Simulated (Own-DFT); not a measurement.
## Calculated data, Si3N4 (beta silicon nitride, strained, atoms displaced), SiC (3C silicon carbide, strained, atoms displaced), GaAs (zincblende with one plane slipped along a stacking-fault path, atoms displaced)

All values are calculated (Own-DFT development build). A calculation, not a measurement: plane-wave PBE density functional theory by an unreviewed code, no spin, of a simulated periodic cell, stress positive in tension, free energy of the whole cell less one offset for each atom, forces on such cells passed a denser k mesh, this cell's mesh not checked; offsets are fitted by least squares, one for each functional and potential file, so energies compare only between cells with the same atoms and settings and are not formation energies; the far tail of each file's local potential was reset to the Coulomb form; each entry is a single point on an unrelaxed cell, so the pressure reflects the starting lattice, mostly measured values (interpolated for alloys), from which strain is counted, and rises with the displacements; printed positions are rounded, which can move forces by about a meV/angstrom; the program, named Own-DFT, is a retired in-house code; no spin-orbit coupling.

Settings shared by all entries: functional PBE; potential files PseudoDojo norm-conserving, scalar-relativistic, standard set; wave cutoff 42 hartree; occupations Fermi-Dirac; smearing width 0.1 eV.

(1) 
```cif
# cell vector a (Å): 7.4624 0.1381 0.1389
# cell vector b (Å): -3.6115 6.5095 -0.1635
# cell vector c (Å): 0.1594 -0.1245 8.5957
data_Si3N4
_symmetry_space_group_name_H-M 'P 1'
_symmetry_Int_Tables_number 1
_cell_length_a 7.4650
_cell_length_b 7.4460
_cell_length_c 8.5981
_cell_angle_alpha 92.499
_cell_angle_beta 87.887
_cell_angle_gamma 117.975
_cell_volume 421.60
loop_
_atom_site_label
_atom_site_type_symbol
_atom_site_fract_x
_atom_site_fract_y
_atom_site_fract_z
_atom_site_occupancy
Si1 Si 0.17477 0.76541 0.08509 1
Si2 Si 0.23622 0.39914 0.08596 1
Si3 Si 0.59902 0.82771 0.08140 1
Si4 Si 0.82327 0.23052 0.25491 1
Si5 Si 0.77374 0.59690 0.25354 1
Si6 Si 0.42249 0.17952 0.24768 1
N1 N 0.33879 0.03281 0.08081 1
N2 N 0.97479 0.30115 0.09196 1
N3 N 0.69720 0.66893 0.08647 1
N4 N 0.66809 0.96995 0.25596 1
N5 N 0.03097 0.69088 0.24727 1
N6 N 0.29671 0.33393 0.25850 1
N7 N 0.32460 0.66372 0.09667 1
N8 N 0.66138 0.33410 0.25283 1
Si7 Si 0.16306 0.75283 0.41996 1
Si8 Si 0.23403 0.40814 0.40707 1
Si9 Si 0.60749 0.83223 0.41670 1
Si10 Si 0.82548 0.23446 0.58160 1
Si11 Si 0.77265 0.59478 0.58399 1
Si12 Si 0.39290 0.17004 0.58195 1
N9 N 0.34441 0.03601 0.40927 1
N10 N 0.97071 0.30331 0.42072 1
N11 N 0.69685 0.67646 0.41181 1
N12 N 0.67822 0.96993 0.58327 1
N13 N 0.02971 0.70050 0.59194 1
N14 N 0.31236 0.33286 0.58404 1
N15 N 0.33443 0.68421 0.41343 1
N16 N 0.67080 0.33573 0.58922 1
Si13 Si 0.17830 0.76725 0.76117 1
Si14 Si 0.24449 0.42010 0.74404 1
Si15 Si 0.59844 0.82163 0.75054 1
Si16 Si 0.82261 0.23226 0.91247 1
Si17 Si 0.77712 0.59639 0.92767 1
Si18 Si 0.41955 0.17538 0.91283 1
N17 N 0.33070 0.04035 0.75099 1
N18 N 0.96984 0.29673 0.75155 1
N19 N 0.70379 0.67666 0.75012 1
N20 N 0.66752 0.96953 0.91221 1
N21 N 0.03536 0.70300 0.92760 1
N22 N 0.29865 0.33323 0.91666 1
N23 N 0.33203 0.66584 0.74423 1
N24 N 0.66828 0.32862 0.91341 1
_calc_k_mesh '3 x 3 x 3 centred on Gamma'
_calc_free_energy_of_cell_above_offsets '-1.433'  # eV
_calc_pressure 19.3  # GPa
_calc_stress_xx -25.77  # GPa
_calc_stress_yy -11.59  # GPa
_calc_stress_zz -20.53  # GPa
_calc_stress_yz -6.4  # GPa
_calc_stress_xz 9.55  # GPa
_calc_stress_xy 10.84  # GPa
```

Force:
| element | x (eV/Å) | y (eV/Å) | z (eV/Å) |
| --- | --- | --- | --- |
| Si | 0.38 | 2.433 | 1.126 |
| Si | -2.241 | 1.483 | 1.07 |
| Si | -3.277 | 0.437 | 0.793 |
| Si | 1.019 | -0.159 | -0.168 |
| Si | -0.065 | -0.687 | -1.606 |
| Si | -3.418 | -2.219 | 0.579 |
| N | -0.23 | -0.469 | -0.481 |
| N | -1.128 | -0.906 | -1.845 |
| N | 0.922 | -0.602 | 1.492 |
| N | 0.456 | 1.1 | -1.765 |
| N | -1.918 | -0.035 | 1.74 |
| N | 4.868 | -2.72 | -6.869 |
| N | 4.279 | 0.007 | -1.216 |
| N | 2.535 | 2.557 | -0.199 |
| Si | -1.507 | 3.991 | -0.774 |
| Si | -3.136 | 3.366 | 7.584 |
| Si | -5.283 | 0.99 | 0.238 |
| Si | 1.262 | -1.327 | 2.167 |
| Si | -0.846 | -0.613 | -0.611 |
| Si | 4.812 | -1.206 | -0.662 |
| N | -1.238 | -2.031 | 0.925 |
| N | 0.741 | 0.408 | -1.231 |
| N | 3.886 | -2.922 | 2.522 |
| N | -0.171 | 0.549 | 1.375 |
| N | 0.036 | 0.388 | -0.082 |
| N | -3.869 | 2.953 | -2.394 |
| N | 5.153 | -3.492 | 0.704 |
| N | -2.512 | -0.078 | -0.566 |
| Si | -1.811 | 2.177 | -2.124 |
| Si | -1.339 | -3.677 | 2.527 |
| Si | -2.687 | 1.996 | -1.749 |
| Si | 3.984 | -1.077 | 2.186 |
| Si | -0.58 | -1.007 | -3.688 |
| Si | -2.577 | 0.335 | 1.687 |
| N | 0.102 | -3.475 | -1.161 |
| N | 1.473 | 1.103 | -1.273 |
| N | 2.8 | -2.332 | 2.247 |
| N | -0.019 | 0.262 | 2.021 |
| N | -1.316 | -0.52 | -1.719 |
| N | 2.048 | -0.358 | -1.837 |
| N | 1.812 | 2.232 | 0.446 |
| N | -1.4 | 3.144 | 0.592 |

(2) 
```cif
# cell vector a (Å): 7.6045 0.1499 0.0810
# cell vector b (Å): -3.6724 6.6403 -0.0694
# cell vector c (Å): 0.0929 -0.0383 8.8316
data_Si3N4
_symmetry_space_group_name_H-M 'P 1'
_symmetry_Int_Tables_number 1
_cell_length_a 7.6064
_cell_length_b 7.5885
_cell_length_c 8.8322
_cell_angle_alpha 91.033
_cell_angle_beta 88.792
_cell_angle_gamma 117.819
_cell_volume 450.76
loop_
_atom_site_label
_atom_site_type_symbol
_atom_site_fract_x
_atom_site_fract_y
_atom_site_fract_z
_atom_site_occupancy
Si1 Si 0.18293 0.77520 0.08116 1
Si2 Si 0.23369 0.41088 0.08345 1
Si3 Si 0.59798 0.83521 0.07841 1
Si4 Si 0.82648 0.23719 0.25824 1
Si5 Si 0.77682 0.60236 0.24269 1
Si6 Si 0.40368 0.16730 0.24313 1
N1 N 0.31931 0.02810 0.08696 1
N2 N 0.95628 0.29605 0.08959 1
N3 N 0.69562 0.66101 0.07507 1
N4 N 0.67682 0.96900 0.25160 1
N5 N 0.03808 0.70153 0.25480 1
N6 N 0.30098 0.34318 0.24622 1
N7 N 0.34138 0.66786 0.08175 1
N8 N 0.66154 0.32125 0.25453 1
Si7 Si 0.18071 0.79575 0.42326 1
Si8 Si 0.22333 0.39934 0.41246 1
Si9 Si 0.58467 0.82697 0.41697 1
Si10 Si 0.82215 0.22634 0.58778 1
Si11 Si 0.77551 0.58723 0.58549 1
Si12 Si 0.40507 0.16376 0.58827 1
N9 N 0.32863 0.02963 0.42013 1
N10 N 0.96131 0.29835 0.41261 1
N11 N 0.69174 0.65842 0.41498 1
N12 N 0.67222 0.96571 0.58649 1
N13 N 0.03397 0.69534 0.58428 1
N14 N 0.30477 0.32719 0.57980 1
N15 N 0.34029 0.66149 0.40704 1
N16 N 0.65295 0.33300 0.57667 1
Si13 Si 0.16459 0.77438 0.74375 1
Si14 Si 0.23640 0.41160 0.75615 1
Si15 Si 0.60919 0.84387 0.74811 1
Si16 Si 0.83189 0.23098 0.91908 1
Si17 Si 0.76925 0.60208 0.91618 1
Si18 Si 0.40171 0.17881 0.91262 1
N17 N 0.33737 0.03474 0.75387 1
N18 N 0.96662 0.29945 0.74944 1
N19 N 0.69282 0.66105 0.74936 1
N20 N 0.67010 0.96868 0.92161 1
N21 N 0.04056 0.71036 0.90865 1
N22 N 0.29983 0.33195 0.92146 1
N23 N 0.34160 0.66951 0.74304 1
N24 N 0.67343 0.34079 0.92495 1
_calc_k_mesh '3 x 3 x 3 centred on Gamma'
_calc_free_energy_of_cell_above_offsets '-3.579'  # eV
_calc_pressure -0.17  # GPa
_calc_stress_xx 1.67  # GPa
_calc_stress_yy 1.14  # GPa
_calc_stress_zz -2.29  # GPa
_calc_stress_yz -1.32  # GPa
_calc_stress_xz 2.9  # GPa
_calc_stress_xy 4.24  # GPa
```

Force:
| element | x (eV/Å) | y (eV/Å) | z (eV/Å) |
| --- | --- | --- | --- |
| Si | -0.566 | -1.529 | 0.094 |
| Si | -1.799 | -0.038 | 1.05 |
| Si | 0.258 | -2.14 | 2.901 |
| Si | -0.213 | -2.502 | -2.028 |
| Si | -0.436 | -1.699 | 1.716 |
| Si | -0.083 | 2.887 | 2.238 |
| N | 0.356 | 0.55 | -2.326 |
| N | 3.047 | 1.369 | -1.255 |
| N | -1.059 | 1.724 | 2.696 |
| N | -0.444 | 0.317 | -0.166 |
| N | -0.7 | 0.535 | -1.032 |
| N | 2.014 | -2.442 | -0.253 |
| N | -0.802 | 0.879 | -0.473 |
| N | -2.335 | 1.95 | -0.551 |
| Si | 1.408 | -6.639 | -2.109 |
| Si | 0.494 | 1.349 | 1.715 |
| Si | 2.155 | -1.668 | -0.753 |
| Si | -0.682 | 0.745 | -1.345 |
| Si | -2.889 | 0.512 | -1.807 |
| Si | -0.835 | 2.774 | -1.06 |
| N | 0.459 | 3.095 | -0.78 |
| N | 1.768 | 0.488 | 3.118 |
| N | 0.878 | 1.013 | 0.575 |
| N | -0.2 | 2.185 | -1.523 |
| N | -1.115 | 0.392 | -0.847 |
| N | -1.944 | -0.025 | 0.821 |
| N | -3.288 | 1.171 | 0.955 |
| N | 3.419 | -1.442 | 1.017 |
| Si | 4.141 | 0.02 | 1.393 |
| Si | 0.04 | 0.408 | -2.528 |
| Si | -1.227 | -4.423 | 1.534 |
| Si | -1.606 | 0.252 | 0.871 |
| Si | 2.28 | -1.548 | -2.057 |
| Si | 2.941 | 0.313 | 2.178 |
| N | -0.395 | -1.451 | -0.895 |
| N | 1.158 | 0.111 | 0.463 |
| N | 0.553 | 1.023 | 0.14 |
| N | 0.346 | 2.025 | -2.132 |
| N | -1.831 | -0.658 | 2.241 |
| N | -1.07 | 0.242 | -1.258 |
| N | -1.131 | 1.238 | 0.418 |
| N | -1.065 | -1.364 | -0.957 |

(3) 
```cif
# cell vector a (Å): 13.0005 0.0773 0.2350
# cell vector b (Å): 0.0516 8.7369 0.0893
# cell vector c (Å): 0.1566 0.0893 8.5602
data_SiC
_symmetry_space_group_name_H-M 'P 1'
_symmetry_Int_Tables_number 1
_cell_length_a 13.0029
_cell_length_b 8.7375
_cell_length_c 8.5621
_cell_angle_alpha 88.811
_cell_angle_beta 87.913
_cell_angle_gamma 89.311
_cell_volume 971.85
loop_
_atom_site_label
_atom_site_type_symbol
_atom_site_fract_x
_atom_site_fract_y
_atom_site_fract_z
_atom_site_occupancy
Si1 Si 0.00247 0.00523 0.00880 1
Si2 Si 0.00423 0.25676 0.25769 1
Si3 Si 0.16590 0.00228 0.25523 1
Si4 Si 0.16688 0.25319 0.98969 1
C1 C 0.08109 0.11440 0.12238 1
C2 C 0.07817 0.36858 0.37824 1
C3 C 0.25307 0.12031 0.37957 1
C4 C 0.25060 0.37305 0.12237 1
Si5 Si 0.00417 0.00640 0.50333 1
Si6 Si 0.99746 0.25362 0.74805 1
Si7 Si 0.16427 0.98823 0.75367 1
Si8 Si 0.16998 0.24959 0.50347 1
C5 C 0.08670 0.11679 0.62381 1
C6 C 0.09132 0.37209 0.87259 1
C7 C 0.25392 0.12934 0.86689 1
C8 C 0.25468 0.36682 0.61854 1
Si9 Si 0.99940 0.49844 0.99734 1
Si10 Si 0.99851 0.74600 0.24624 1
Si11 Si 0.16099 0.49605 0.25170 1
Si12 Si 0.17298 0.74808 0.00121 1
C9 C 0.08860 0.62043 0.11298 1
C10 C 0.08555 0.87438 0.37871 1
C11 C 0.24563 0.62059 0.37108 1
C12 C 0.25307 0.87415 0.12448 1
Si13 Si 0.00237 0.49704 0.49884 1
Si14 Si 0.00426 0.74433 0.74827 1
Si15 Si 0.17051 0.49355 0.75572 1
Si16 Si 0.16707 0.74598 0.49743 1
C13 C 0.08720 0.62807 0.62728 1
C14 C 0.08506 0.87683 0.87926 1
C15 C 0.25091 0.62233 0.87668 1
C16 C 0.24612 0.88118 0.62244 1
Si17 Si 0.33753 0.99909 0.99689 1
Si18 Si 0.33052 0.24624 0.24794 1
Si19 Si 0.49973 0.99674 0.25187 1
Si20 Si 0.50164 0.25597 0.00158 1
C17 C 0.41927 0.12803 0.11219 1
C18 C 0.40694 0.37245 0.37018 1
C19 C 0.58160 0.12677 0.37811 1
C20 C 0.58240 0.38864 0.12492 1
Si21 Si 0.33462 0.00035 0.49180 1
Si22 Si 0.33315 0.24904 0.75409 1
Si23 Si 0.49519 0.00052 0.74845 1
Si24 Si 0.49849 0.25195 0.50134 1
C21 C 0.41435 0.13322 0.62984 1
C22 C 0.41441 0.37841 0.87297 1
C23 C 0.58195 0.11920 0.87014 1
C24 C 0.58844 0.36606 0.62228 1
Si25 Si 0.32992 0.50069 0.01013 1
Si26 Si 0.33428 0.74779 0.24839 1
Si27 Si 0.49638 0.49854 0.25133 1
Si28 Si 0.50030 0.73974 0.99833 1
C25 C 0.41671 0.61890 0.13083 1
C26 C 0.41532 0.87183 0.37806 1
C27 C 0.58581 0.62974 0.37192 1
C28 C 0.58308 0.87132 0.12839 1
Si29 Si 0.32904 0.49681 0.50278 1
Si30 Si 0.33484 0.75011 0.75237 1
Si31 Si 0.49483 0.49790 0.73654 1
Si32 Si 0.50227 0.74998 0.49515 1
C29 C 0.41323 0.61152 0.63662 1
C30 C 0.41650 0.87884 0.87305 1
C31 C 0.57523 0.62657 0.87287 1
C32 C 0.57955 0.87898 0.62719 1
Si33 Si 0.65728 0.00222 0.00204 1
Si34 Si 0.66828 0.25442 0.24604 1
Si35 Si 0.83381 0.00040 0.25467 1
Si36 Si 0.83873 0.24972 0.00187 1
C33 C 0.75313 0.12156 0.13583 1
C34 C 0.75120 0.38787 0.38346 1
C35 C 0.91990 0.12913 0.37070 1
C36 C 0.91595 0.36345 0.12180 1
Si37 Si 0.66609 0.00335 0.51335 1
Si38 Si 0.66339 0.25330 0.74460 1
Si39 Si 0.83136 0.00619 0.74757 1
Si40 Si 0.83122 0.25106 0.49471 1
C37 C 0.74904 0.11868 0.62939 1
C38 C 0.74876 0.37080 0.88033 1
C39 C 0.92173 0.13108 0.87854 1
C40 C 0.91714 0.38909 0.62442 1
Si41 Si 0.66442 0.50654 0.99721 1
Si42 Si 0.67153 0.75171 0.24795 1
Si43 Si 0.82996 0.50601 0.25319 1
Si44 Si 0.82729 0.74182 0.99791 1
C41 C 0.75208 0.62135 0.12112 1
C42 C 0.75437 0.87534 0.37987 1
C43 C 0.91951 0.63066 0.37675 1
C44 C 0.92573 0.87305 0.12562 1
Si45 Si 0.66135 0.49034 0.49953 1
Si46 Si 0.66689 0.75201 0.74614 1
Si47 Si 0.83231 0.49476 0.75057 1
Si48 Si 0.83659 0.75197 0.50671 1
C45 C 0.76126 0.61695 0.62995 1
C46 C 0.75478 0.87815 0.86353 1
C47 C 0.91853 0.62158 0.87632 1
C48 C 0.91405 0.88905 0.62872 1
_calc_hardware 'one NVIDIA H200'
_calc_k_mesh '3 x 4 x 4 centred on Gamma'
_calc_free_energy_of_cell_above_offsets '-6.368'  # eV
_calc_pressure 11.02  # GPa
_calc_stress_xx -10.81  # GPa
_calc_stress_yy -8.39  # GPa
_calc_stress_zz -13.87  # GPa
_calc_stress_yz 7.02  # GPa
_calc_stress_xz 10.24  # GPa
_calc_stress_xy 2.78  # GPa
_calc_wall_time 525.6  # s
```

Force:
| element | x (eV/Å) | y (eV/Å) | z (eV/Å) |
| --- | --- | --- | --- |
| Si | -0.75 | -1.56 | -2.437 |
| Si | -1.542 | -2.356 | -2.913 |
| Si | 0.592 | -0.782 | -0.897 |
| Si | 1.138 | -2.301 | 2.276 |
| C | 2.387 | 3.631 | 1.783 |
| C | 2.588 | 0.885 | 0.519 |
| C | -1.371 | 1.09 | -1.855 |
| C | -1.818 | -1.01 | 1.222 |
| Si | -1.01 | -0.962 | -0.808 |
| Si | 1.827 | -0.074 | -0.556 |
| Si | 1.182 | 2.969 | -0.502 |
| Si | -0.515 | -0.978 | 0.001 |
| C | -0.497 | 1.965 | 0.823 |
| C | -3.563 | 0.346 | -0.385 |
| C | -1.973 | -2.508 | 1.957 |
| C | -1.884 | 0.688 | 1.817 |
| Si | 0.785 | -0.433 | 0.232 |
| Si | 2.402 | 0.772 | 0.152 |
| Si | 1.25 | 0.238 | -0.905 |
| Si | -1.033 | 1.18 | -0.419 |
| C | -1.778 | -0.342 | 2.136 |
| C | -0.948 | -0.548 | -0.605 |
| C | 0.787 | -0.117 | 0.399 |
| C | -0.065 | 0.3 | 0.318 |
| Si | -0.211 | 2.323 | 0.543 |
| Si | -1.41 | 2.342 | 1.202 |
| Si | 0.706 | 1.574 | -1.872 |
| Si | 0.365 | 1.494 | 0.335 |
| C | -0.044 | -2.382 | -0.478 |
| C | -0.791 | -1.711 | 0.703 |
| C | 0.533 | -0.021 | -0.177 |
| C | 2.033 | -2.393 | -0.442 |
| Si | -1.373 | 1.215 | 0.129 |
| Si | 0.538 | -0.044 | -0.782 |
| Si | 0.057 | 1.157 | -0.355 |
| Si | 0.177 | 0.452 | -1.535 |
| C | -0.573 | -1.177 | 2.745 |
| C | 2.369 | 0.247 | 0.877 |
| C | 0.481 | -0.223 | -0.504 |
| C | 0.347 | -2.428 | 0.078 |
| Si | -0.136 | 0.075 | 3.036 |
| Si | 0.855 | 1.487 | -0.767 |
| Si | 0.631 | 0.989 | 0.023 |
| Si | -0.673 | -0.255 | -0.734 |
| C | 0.815 | -1.919 | -1.458 |
| C | 0.369 | -0.439 | 0.657 |
| C | -0.561 | 1.704 | 0.286 |
| C | -3.46 | 1.555 | -0.363 |
| Si | 1.494 | 0.222 | -1.901 |
| Si | -0.625 | 0.183 | 0.582 |
| Si | 0.363 | 0.298 | 1.041 |
| Si | -1.396 | 2.594 | 1.171 |
| C | -0.481 | 0.916 | -1.039 |
| C | 0.281 | -0.485 | -0.904 |
| C | -0.606 | -1.698 | 0.514 |
| C | -0.458 | -0.74 | -0.511 |
| Si | 0.621 | 0.988 | -1.195 |
| Si | -0.846 | 0.567 | -0.383 |
| Si | 2.602 | -1.784 | 3.671 |
| Si | -0.699 | -0.111 | 1.654 |
| C | -1.05 | 3.324 | -4.5 |
| C | 0.166 | -2.333 | 0.367 |
| C | 2.589 | -1.42 | -1.907 |
| C | 0.18 | -1.424 | -0.576 |
| Si | 3.197 | -0.36 | -0.464 |
| Si | -0.295 | 0.176 | 1.06 |
| Si | 1.902 | -0.536 | -0.245 |
| Si | -1.945 | -0.855 | 0.054 |
| C | -1.269 | 0.642 | -2.206 |
| C | -0.428 | -2.688 | -2.001 |
| C | -0.801 | -0.438 | 1.252 |
| C | 0.984 | 2.997 | 1.758 |
| Si | 0.051 | -0.497 | -2.621 |
| Si | 2.053 | -1.983 | 2.666 |
| Si | 2.072 | 0.376 | 1.624 |
| Si | 1.072 | 0.06 | 1.076 |
| C | -0.233 | 2.79 | -1.129 |
| C | -0.428 | 0.101 | -0.753 |
| C | -1.254 | -1.221 | -0.584 |
| C | -0.131 | -3.614 | -0.059 |
| Si | 0.364 | -0.431 | -0.569 |
| Si | 0.089 | 0.533 | 0.672 |
| Si | 2.336 | -0.668 | -0.409 |
| Si | 3.22 | 2.714 | -1.249 |
| C | -1.839 | 0.034 | 0.75 |
| C | -1.527 | -0.494 | 0.361 |
| C | -0.553 | -1.563 | -0.178 |
| C | -3.685 | 0.092 | -0.222 |
| Si | 1.733 | 3.611 | 0.349 |
| Si | 0.515 | -0.46 | 0.295 |
| Si | 0.92 | 0.508 | 2.024 |
| Si | 0.397 | 0.634 | -0.07 |
| C | -4.289 | 1.623 | -1.145 |
| C | -2.601 | -1.168 | 2.764 |
| C | -0.769 | -0.229 | -0.591 |
| C | 1.774 | -2.504 | -0.798 |

(4) 
```cif
# cell vector a (Å): 5.6533 -5.6533 0.0000
# cell vector b (Å): 0.0000 5.6533 -5.6533
# cell vector c (Å): 12.2488 12.2488 9.4222
data_GaAs
_symmetry_space_group_name_H-M 'P 1'
_symmetry_Int_Tables_number 1
_cell_length_a 7.9950
_cell_length_b 7.9950
_cell_length_c 19.7191
_cell_angle_alpha 84.183
_cell_angle_beta 90.000
_cell_angle_gamma 120.000
_cell_volume 1084.07
loop_
_atom_site_label
_atom_site_type_symbol
_atom_site_fract_x
_atom_site_fract_y
_atom_site_fract_z
_atom_site_occupancy
Ga1 Ga 0.01289 0.00870 0.99949 1
As1 As 0.97354 0.95508 0.12694 1
Ga2 Ga 0.14621 0.27398 0.16498 1
As2 As 0.10977 0.22223 0.28669 1
Ga3 Ga 0.27800 0.06463 0.33068 1
As3 As 0.25083 0.02204 0.45539 1
Ga4 Ga 0.08106 0.15886 0.49949 1
As4 As 0.05286 0.13790 0.63092 1
Ga5 Ga 0.22134 0.44275 0.66808 1
As5 As 0.19608 0.41431 0.79168 1
Ga6 Ga 0.35049 0.21678 0.83551 1
As6 As 0.33236 0.17629 0.95983 1
Ga7 Ga 0.01730 0.50996 0.99839 1
As7 As 0.98397 0.46241 0.12048 1
Ga8 Ga 0.14329 0.78936 0.16467 1
As8 As 0.12110 0.72246 0.29080 1
Ga9 Ga 0.26417 0.53514 0.33352 1
As9 As 0.26375 0.51717 0.45960 1
Ga10 Ga 0.08409 0.67370 0.50149 1
As10 As 0.05645 0.62300 0.62140 1
Ga11 Ga 0.21974 0.94376 0.66902 1
As11 As 0.21379 0.91395 0.79590 1
Ga12 Ga 0.36529 0.72799 0.83651 1
As12 As 0.32758 0.67808 0.95708 1
Ga13 Ga 0.50458 0.99300 0.00263 1
As13 As 0.48628 0.95585 0.12511 1
Ga14 Ga 0.63796 0.26678 0.17501 1
As14 As 0.62403 0.24671 0.29008 1
Ga15 Ga 0.75752 0.04989 0.33238 1
As15 As 0.75566 0.02243 0.46073 1
Ga16 Ga 0.58179 0.16780 0.50325 1
As16 As 0.57988 0.13162 0.62356 1
Ga17 Ga 0.73317 0.44070 0.67034 1
As17 As 0.69292 0.39636 0.79220 1
Ga18 Ga 0.86047 0.23092 0.83427 1
As18 As 0.84535 0.17222 0.96199 1
Ga19 Ga 0.48830 0.49543 0.99726 1
As19 As 0.46896 0.44832 0.12236 1
Ga20 Ga 0.65130 0.78748 0.16112 1
As20 As 0.60255 0.71588 0.28881 1
Ga21 Ga 0.76720 0.55163 0.33571 1
As21 As 0.74770 0.51000 0.45862 1
Ga22 Ga 0.58853 0.67346 0.50501 1
As22 As 0.57337 0.63355 0.62273 1
Ga23 Ga 0.71778 0.93938 0.66372 1
As23 As 0.69877 0.89231 0.78898 1
Ga24 Ga 0.86283 0.72704 0.83590 1
As24 As 0.83733 0.68285 0.96034 1
_calc_k_mesh '4 x 4 x 2 centred on Gamma'
_calc_free_energy_of_cell_above_offsets '-17.290'  # eV
_calc_pressure 4.08  # GPa
_calc_stress_xx -3.97  # GPa
_calc_stress_yy -4.32  # GPa
_calc_stress_zz -3.94  # GPa
_calc_stress_yz -0.76  # GPa
_calc_stress_xz -0.38  # GPa
_calc_stress_xy -0.2  # GPa
```

Force:
| element | x (eV/Å) | y (eV/Å) | z (eV/Å) |
| --- | --- | --- | --- |
| Ga | -0.494 | 0.489 | 1.334 |
| As | 0.43 | -1.052 | -1.107 |
| Ga | -0.791 | 0.786 | -0.415 |
| As | -0.21 | 1.061 | 0.266 |
| Ga | -0.161 | -0.878 | 0.744 |
| As | 0.774 | -0.82 | 0.573 |
| Ga | 0.475 | 1.38 | -0.455 |
| As | -0.209 | -2.144 | 0.471 |
| Ga | 0.555 | 0.413 | -1.208 |
| As | 0.451 | -0.346 | 0.399 |
| Ga | 0.213 | 0.646 | -0.978 |
| As | 0.988 | -1.225 | -0.403 |
| Ga | -1.785 | 1.15 | 1.222 |
| As | 0.514 | 0.672 | 0.73 |
| Ga | 0.112 | -0.516 | 0.966 |
| As | -0.312 | 1.085 | -0.604 |
| Ga | 0.339 | -0.184 | 0.07 |
| As | -0.276 | 0.259 | 0.178 |
| Ga | -0.93 | -0.901 | -0.465 |
| As | 1.475 | 0.477 | 0.15 |
| Ga | 0.02 | -0.045 | -0.494 |
| As | -1.29 | -0.532 | 0.603 |
| Ga | -0.277 | -0.545 | -0.411 |
| As | 1.659 | -0.867 | -0.736 |
| Ga | -0.357 | 0.163 | -0.547 |
| As | -0.116 | 0.798 | -0.176 |
| Ga | -1.375 | -1.385 | -2.037 |
| As | 0.376 | 1.05 | 1.267 |
| Ga | 0.476 | -0.873 | 0.671 |
| As | -0.497 | -0.625 | 0.036 |
| Ga | -0.774 | -0.069 | -0.391 |
| As | -0.63 | 1.325 | 0.741 |
| Ga | -0.745 | 0.355 | -0.39 |
| As | 0.482 | 0.734 | -0.207 |
| Ga | -0.21 | -0.453 | 0.937 |
| As | -0.58 | 0.399 | -1.067 |
| Ga | 0.462 | 0.088 | -0.071 |
| As | 1.288 | -0.58 | -0.448 |
| Ga | -0.733 | 0.473 | 1.921 |
| As | 0.166 | 0.427 | -0.848 |
| Ga | 0.645 | -0.374 | -0.809 |
| As | 0.653 | 0.158 | -0.165 |
| Ga | -1.017 | -0.855 | -0.813 |
| As | 0.318 | 0.355 | 1.898 |
| Ga | 0.477 | 0.5 | 0.287 |
| As | 0.381 | 0.768 | -0.599 |
| Ga | -0.006 | -0.532 | 0.156 |
| As | 0.045 | -0.212 | 0.224 |
